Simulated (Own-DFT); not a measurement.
## Calculated data, InAs (zincblende, strongly disordered by large displacements), GaP (zincblende, strongly disordered by large displacements)

A calculation, not a measurement: plane-wave PBE density functional theory by an unreviewed code, no spin, of a simulated periodic cell, stress positive in tension, free energy of the whole cell less one offset for each atom, forces on such cells passed a denser k mesh, this cell's mesh not checked; broken bonds can close the gap or carry spin, so checks made on this kind of crystal may not hold here; offsets are fitted by least squares, one for each functional and potential file, so energies compare only between cells with the same atoms and settings and are not formation energies; the far tail of each file's local potential was reset to the Coulomb form; each entry is a single point on an unrelaxed cell, so the pressure reflects the starting lattice, mostly measured values (interpolated for alloys), from which strain is counted, and rises with the displacements; printed positions are rounded, which can move forces by about a meV/angstrom; the program, named Own-DFT, is a retired in-house code; no spin-orbit coupling. Program: Own-DFT development build.

Common to all runs: functional PBE; potential files PseudoDojo norm-conserving, scalar-relativistic, standard set; wave cutoff 42 hartree; occupations Fermi-Dirac; smearing width 0.1 eV; k mesh 3 x 3 x 3 centred on Gamma.

(1) InAs (zincblende, strongly disordered by large displacements)

```xyz
64
Lattice="12.1166 0.0000 0.0000 0.0000 12.1166 0.0000 0.0000 0.0000 12.1166" Properties=species:S:1:pos:R:3 InAs
In    12.0120     0.2485    11.7414
In    12.0727     3.3143     4.1405
In     2.9337     0.1385     3.1300
In     3.1544     3.1149     0.5168
As     1.1558     1.9533     1.2268
As     1.9360     4.1255     4.5121
As     4.8112     1.7890     4.4314
As     4.5792     4.6446     1.6610
In     0.3544    11.8593     5.9052
In    11.9479     3.3737     9.5442
In     2.9679     0.0768     9.1131
In     3.4730     3.3482     5.8388
As     1.6678     1.3048     7.7845
As     1.3591     5.2013    10.1428
As     4.5806     1.5188    10.8398
As     4.3461     4.5526     7.4209
In     0.2177     5.8672    11.8661
In     0.1759     9.0349     2.3743
In     3.1699     6.1473     3.1307
In     2.6393     8.4366    11.9559
As     1.5725     7.4966     1.4809
As     1.4335    11.1211     4.2161
As     4.7765     8.0917     4.2464
As     4.6364    10.1453     1.1945
In    11.8672     5.6251     6.3759
In     0.1824     8.9860     9.0755
In     3.2349     5.5096     9.1400
In     3.3912     9.1244     5.5620
As     1.4305     7.7065     7.5371
As     1.1372    10.7705    10.9468
As     5.2041     7.1249    10.0407
As     4.5644    10.8302     8.3814
In     6.5838     0.2611    11.8746
In     5.6489     3.4911     3.1581
In     9.6224    11.9983     3.1976
In     9.3359     2.8613     0.2514
As     7.6753     1.7732     1.9969
As     7.5435     4.9806     4.7004
As    10.0312     1.6120     4.8727
As    10.5626     4.6534     2.2907
In     6.0789    11.9290     6.0172
In     6.3398     2.8543     9.5564
In     9.5494     0.0198     9.2695
In     9.0171     3.3218     6.2503
As     8.0693     1.7318     8.1524
As     7.9497     4.0976    10.3170
As    10.6322     1.6732    10.1694
As     9.7431     4.4686     7.9456
In     6.3164     6.4232    11.8357
In     6.0266     9.1651     2.6721
In     8.9182     6.1944     2.6823
In     9.4300     9.3840     0.6647
As     7.0766     7.6517     1.5218
As     7.2190    10.7240     4.3153
As    10.7501     7.6930     4.3961
As    10.6902    10.6801     1.8417
In     5.9891     5.7512     6.0066
In     6.3225     9.7550     9.0662
In     8.9450     5.9751     9.2303
In     9.1106     9.2128     6.1944
As     7.5602     7.2413     8.2102
As     7.8198     9.9415    10.5882
As    10.8157     7.2341    10.4476
As    11.1976    10.6544     7.8749
```

| Property | Result |
| --- | --- |
| hardware | one NVIDIA H200 |
| free energy of cell above offsets | 32.168 eV |
| pressure | 15 GPa |
| stress xx | -16.41 GPa |
| stress yy | -13.41 GPa |
| stress zz | -15.18 GPa |
| stress yz | -2.93 GPa |
| stress xz | 0.83 GPa |
| stress xy | 3.32 GPa |
| wall time | 1147 s |

Force:
```
element  x (eV/Å)  y (eV/Å)  z (eV/Å)
     In    -2.525     4.263     3.146
     In    -6.213    -2.896    -1.948
     In     4.985     3.749    -4.519
     In    -0.211    -1.408    -1.921
     As    -1.041    -0.858     1.639
     As     0.221     5.336    -2.718
     As    -1.073    -4.568     1.909
     As    -1.051     5.155    -4.789
     In    -3.963     3.351     6.634
     In     2.237     1.913    -2.777
     In    -1.069     0.487     4.981
     In     0.593    -6.289     0.811
     As     -3.17     3.995    -3.605
     As    -1.597    -2.669    -1.528
     As    -1.069     0.436     0.104
     As     4.806     0.852     2.449
     In    -3.538     1.355     7.098
     In    -0.863     0.796     3.913
     In    -0.529     0.747     0.757
     In      4.67     4.143     -5.46
     As    -1.077    -5.953     3.351
     As    -0.482     -7.17    -2.724
     As     1.414    -6.485     0.182
     As    -3.558      3.64    -3.357
     In     0.137     1.346    -0.264
     In      0.13    -0.658     3.242
     In     4.126     3.508    -0.431
     In    -5.362     3.179     5.084
     As     2.547    -2.103    -2.359
     As     4.789    -5.899    -2.738
     As    -3.387     2.192    -4.046
     As    -1.042    -0.638     -5.64
     In     0.284    -1.207     1.346
     In      5.92    -0.991     2.372
     In     -4.93     3.582     3.312
     In     0.147     0.512     0.519
     As     0.123    -1.163    -1.041
     As     4.006    -2.872    -4.262
     As     2.893    -0.456     0.363
     As     3.099    -2.698    -2.621
     In    -0.946     1.985     2.528
     In    -5.839    -2.901    -2.355
     In    -3.595    -6.328    -2.663
     In    -3.412    -2.311    -4.511
     As    -1.435    -1.273    -2.178
     As     3.142      2.81     5.196
     As     0.397     1.834     5.353
     As     7.575    -2.299    -0.285
     In     1.258    -4.003     1.468
     In     1.153     4.536     2.981
     In    -1.983     2.912     1.357
     In    -5.015    -5.589    -5.054
     As     6.007    -3.042    -1.209
     As     2.875    -0.991    -0.648
     As    -0.244    -0.248     0.055
     As     5.518     2.748    -1.607
     In    -3.506     4.016     3.936
     In    -0.176    -4.287    -2.793
     In     2.758     3.261     7.077
     In     0.285     -0.24    -0.099
     As    -6.302      5.76    -5.043
     As     5.887     2.571      5.59
     As     -0.98     1.784         1
     As    -2.806     1.735    -2.561
```

(2) GaP (zincblende, strongly disordered by large displacements)

```xyz
64
Lattice="10.9010 0.0000 0.0000 0.0000 10.9010 0.0000 0.0000 0.0000 10.9010" Properties=species:S:1:pos:R:3 GaP
Ga    10.5258     0.3187     0.2765
Ga     0.5109     2.6151     3.4740
Ga     2.8870    10.7710     2.7525
Ga     2.4468     2.1881    10.8861
P      1.0789     1.3072     1.2277
P      1.3592     4.6248     4.3489
P      3.8874     1.2159     4.0211
P      4.3644     5.1101     1.6758
Ga    10.4951    10.4584     5.4786
Ga    10.4891     2.5637     7.8131
Ga     2.9492     0.8856     8.4267
Ga     2.8668     3.2166     5.5413
P      1.0944     1.3378     7.0061
P      1.2623     4.5733     9.5008
P      4.2581     1.6075     9.6674
P      4.1343     3.6931     6.9037
Ga     0.0101     5.1021    10.8953
Ga    10.6425     7.9128     2.6181
Ga     3.0283     6.3565     2.5446
Ga     2.8861     8.3612    10.6993
P      1.0776     7.0202     1.5900
P      1.9332     9.7928     4.1009
P      4.7288     7.2634     4.2863
P      4.5261     9.0791     1.4395
Ga    10.4933     5.2091     5.1168
Ga     0.1557     8.1463     8.3712
Ga     2.2992     5.8826     8.1638
Ga     2.9583     8.3792     5.1980
P      0.8694     6.7611     7.2480
P      0.9362     9.6874     9.1680
P      3.9148     6.8600     9.3206
P      3.8390     9.1078     6.7418
Ga     5.4421     0.3225    10.4076
Ga     5.2279     3.0451     2.5709
Ga     7.6457    10.6659     2.9986
Ga     7.9603     2.6272    10.7719
P      7.0388     1.0418     1.0630
P      6.6826     4.1693     4.3963
P      9.1032     1.1640     4.2607
P      9.5785     4.2616     1.3985
Ga     5.3197     0.3446     5.0913
Ga     5.5548     3.1035     8.1284
Ga     8.9934     0.2411     7.7292
Ga     7.9990     2.3384     5.9277
P      6.8798     0.4164     6.2096
P      7.4974     4.1484     9.6943
P      9.2991     1.1612     9.3874
P     10.0726     4.1626     6.8336
Ga     6.1211     5.5032    10.8148
Ga     5.2505     7.7007     2.5270
Ga     8.7552     5.4354     2.6387
Ga     7.7284     8.0334    10.8262
P      6.3935     6.7854     1.2840
P      6.8707     9.4282     4.2464
P      9.4524     7.1122     3.8956
P      9.8962     9.2085     1.3285
Ga     4.6387     5.0158     5.0625
Ga     5.5198     8.5854     7.9955
Ga     7.4559     5.5359     7.5312
Ga     7.8282     7.5038     5.0456
P      6.0717     6.7358     6.2825
P      7.3969     9.8030    10.0626
P      9.1573     6.8734     9.5592
P     10.1033     9.0744     6.7516
```

| Quantity | Value |
| --- | --- |
| hardware | one NVIDIA H100 |
| free energy of cell above offsets | 45.492 eV |
| pressure | 20.64 GPa |
| stress xx | -17.64 GPa |
| stress yy | -20.19 GPa |
| stress zz | -24.08 GPa |
| stress yz | 2.13 GPa |
| stress xz | 0.32 GPa |
| stress xy | 2.41 GPa |
| wall time | 598.4 s |

Force:
```
element  x (eV/Å)  y (eV/Å)  z (eV/Å)
     Ga    -2.904    -3.967    -2.839
     Ga    -1.357    -0.843    -0.795
     Ga     2.556     1.104    -7.847
     Ga     1.103     3.338    -1.756
      P     2.395     1.117     5.731
      P     5.418    -1.144    -3.028
      P    -2.049     5.998    -1.402
      P     2.401    -4.678    -2.422
     Ga     2.879     5.854      -5.4
     Ga      0.61     -3.74     5.162
     Ga    -6.088    -3.983    -5.803
     Ga     -6.19    -3.747    -4.865
      P     3.287    -1.443    -1.884
      P     3.201    -5.429    -2.298
      P    -0.155     7.796     0.635
      P    -0.025     4.325      2.37
     Ga    -2.595     4.119     2.775
     Ga     2.097     4.359      2.82
     Ga    -3.877     1.437     2.219
     Ga    -1.315     0.509     0.364
      P     6.247    -3.932    -5.533
      P    -7.742     -2.16     3.853
      P     -3.22    -2.936     8.231
      P    -4.886     8.629    -5.609
     Ga    -2.875     3.347    -0.374
     Ga    -5.124    -2.594     4.018
     Ga     6.347    -2.641     2.317
     Ga    -2.197    -4.225    -3.619
      P    -2.549    -2.688    -9.936
      P     5.031     7.325     5.503
      P     2.646     0.084     0.246
      P     1.888     5.181     5.785
     Ga     6.082    -7.176     4.204
     Ga     0.638    -0.407     0.721
     Ga     4.249     4.585    -5.797
     Ga     2.782    -4.908     4.056
      P    -1.423    -0.407     1.736
      P     1.444    -0.935    -1.089
      P     2.342     0.215     -0.61
      P     1.875    -7.469    -3.603
     Ga    -2.796    -3.069    -0.938
     Ga     5.411    -2.048     3.801
     Ga    -1.827    -5.106     -6.52
     Ga     0.054     2.435     -0.27
      P     5.246    -0.486     5.435
      P    -2.731     5.799    -5.554
      P     1.263      4.82     6.569
      P    -4.852     4.954    -0.317
     Ga    -3.058    -5.105    -5.659
     Ga     1.709     0.426     1.245
     Ga     -5.44     3.565     4.427
     Ga     1.721    -4.238     2.988
      P     7.863     1.218      1.32
      P    -3.876    -3.937     4.236
      P    -0.772    -4.344     4.239
      P    -4.153     4.604    -3.609
     Ga     0.959     0.636    -0.644
     Ga     1.511     -1.21       1.6
     Ga     2.751     -0.98     1.638
     Ga     -2.66      1.45     2.851
      P     -0.45     1.012     0.179
      P    -2.436     6.201    -4.007
      P     0.903    -1.224     -0.97
      P    -5.289    -3.245     1.725
```

(3) GaP (zincblende, strongly disordered by large displacements)

```xyz
64
Lattice="10.9010 0.0000 0.0000 0.0000 10.9010 0.0000 0.0000 0.0000 10.9010" Properties=species:S:1:pos:R:3 GaP
Ga    10.8927    10.8399     0.1056
Ga     0.1310     2.6490     2.6996
Ga     2.8193     0.1745     2.7313
Ga     2.6739     2.6920     0.0188
P      1.4371     1.5040     1.3819
P      1.2854     4.4137     4.0175
P      3.8686     1.4388     4.0244
P      3.9626     3.9884     1.4631
Ga     0.0008    10.8730     5.4722
Ga    10.7355     2.5624     8.2911
Ga     2.7344     0.2982     8.6713
Ga     3.2353     2.7211     5.4461
P      1.3337     1.0789     6.9378
P      1.3497     3.8725     9.6959
P      3.9463     1.6642     9.5379
P      4.1889     4.0713     6.5826
Ga     0.4132     5.2667     0.0799
Ga    10.8024     7.8295     2.7488
Ga     2.6786     5.4657     2.6786
Ga     2.5014     8.3330    10.8674
P      1.2167     6.9931     1.3133
P      1.4140     9.3688     4.1675
P      4.0456     6.6781     3.8034
P      3.9399     9.5419     1.6275
Ga     0.1676     5.6619     5.6428
Ga    10.6394     8.3015     8.0581
Ga     2.2530     5.3545     8.6167
Ga     2.7316     8.2713     5.5199
P      1.5169     6.6565     6.9559
P      1.5010     9.7276     9.3795
P      4.1708     7.0424     9.6293
P      4.4847     9.7352     6.7478
Ga     5.5356     0.2606     0.0499
Ga     5.3295     2.9922     2.5613
Ga     7.9201     0.1484     2.7987
Ga     7.8854     3.0233     0.1571
P      6.8633     1.6501     1.2231
P      6.8244     4.0519     4.2001
P      9.2958     1.3582     3.8775
P      9.4973     3.9917     1.1923
Ga     5.4849    10.8823     5.4638
Ga     5.7920     2.5637     8.3464
Ga     8.0109     0.1061     8.0541
Ga     7.9945     2.9464     5.4148
P      6.9869     1.7186     6.9713
P      6.7457     3.8852     9.5160
P      9.5705     0.9434     9.8623
P      9.8645     4.3241     6.9181
Ga     5.4513     5.4656    10.5638
Ga     5.6409     8.0328     2.6210
Ga     8.1817     5.5124     2.8377
Ga     8.3138     8.0708    10.6658
P      6.9951     6.6053     1.6396
P      6.8131     9.2009     3.9692
P      9.1936     6.9918     3.9270
P      9.5867     9.8963     1.3075
Ga     5.4710     5.5772     5.5022
Ga     5.2322     8.3585     7.9660
Ga     7.9733     5.5781     8.2178
Ga     8.1750     8.3455     5.6354
P      6.9085     6.7137     6.5976
P      6.7899     9.5960     9.6546
P      9.4165     6.6959     9.4800
P      9.5693    10.0289     7.1526
```

| Property | Result |
| --- | --- |
| hardware | one NVIDIA H100 |
| free energy of cell above offsets | -2.609 eV |
| pressure | 10.22 GPa |
| stress xx | -9.58 GPa |
| stress yy | -10.49 GPa |
| stress zz | -10.59 GPa |
| stress yz | 0.18 GPa |
| stress xz | -0.87 GPa |
| stress xy | -0.57 GPa |
| wall time | 547 s |

Force:
```
element  x (eV/Å)  y (eV/Å)  z (eV/Å)
     Ga     6.375     0.306    -0.302
     Ga    -1.986     1.882     1.161
     Ga    -2.508    -1.811    -0.595
     Ga     1.153      0.86     2.185
      P    -0.314    -2.739    -0.313
      P    -0.618    -2.372      0.76
      P     4.707    -1.222    -0.912
      P    -2.213     3.454    -3.985
     Ga    -0.285    -0.045    -1.619
     Ga    -0.053    -0.962    -0.188
     Ga    -0.323    -1.006    -4.529
     Ga    -5.199    -0.134     0.722
      P     1.185      2.57    -0.061
      P     -1.88    -2.779    -0.989
      P     5.021     0.708      0.73
      P     1.612       2.6     5.092
     Ga    -3.593     1.528     1.526
     Ga    -0.591      3.55     0.792
     Ga    -0.938    -0.088    -1.468
     Ga     1.525     0.449     0.568
      P     2.138    -1.876    -1.301
      P    -1.919     1.312    -1.354
      P     1.761      2.27      2.86
      P     1.922    -0.541    -2.337
     Ga    -1.467    -0.571    -3.015
     Ga     1.514    -1.423     0.915
     Ga     4.081     2.762     -2.32
     Ga     1.928    -1.269     0.581
      P     0.567     3.543     0.731
      P    -3.133    -3.476     1.783
      P    -1.874    -0.341    -0.888
      P    -6.676     0.296     0.676
     Ga    -1.637    -1.433    -0.132
     Ga     3.402    -3.047     3.267
     Ga    -0.719    -2.109    -1.817
     Ga     3.853     0.231    -1.533
      P    -2.912    -3.121     3.922
      P    -3.061     2.988    -3.545
      P     2.721     1.705     3.177
      P     2.186     1.869       2.1
     Ga     2.876     3.229    -4.268
     Ga    -6.574    -0.191    -0.785
     Ga    -1.761      0.47     3.874
     Ga     4.959    -1.901     1.873
      P     0.962    -3.415    -3.804
      P     1.409     5.448     0.352
      P    -3.902     4.965    -4.061
      P    -3.005     -1.68     0.632
     Ga     0.127    -0.241     2.742
     Ga     -3.21     -0.45    -0.697
     Ga     1.771    -5.609     1.037
     Ga    -1.232     2.287     3.083
      P    -2.816     2.284    -6.553
      P     0.832     4.153     1.813
      P     2.188     0.777     3.776
      P    -3.388    -4.757     3.429
     Ga    -1.616    -1.107    -2.608
     Ga     3.526    -3.818     3.807
     Ga     0.745    -1.788    -0.788
     Ga     1.083     0.632    -0.094
      P    -0.264     1.991     2.179
      P    -0.684    -0.182    -1.338
      P     2.948    -0.538    -0.453
      P     1.278    -3.078    -3.493
```
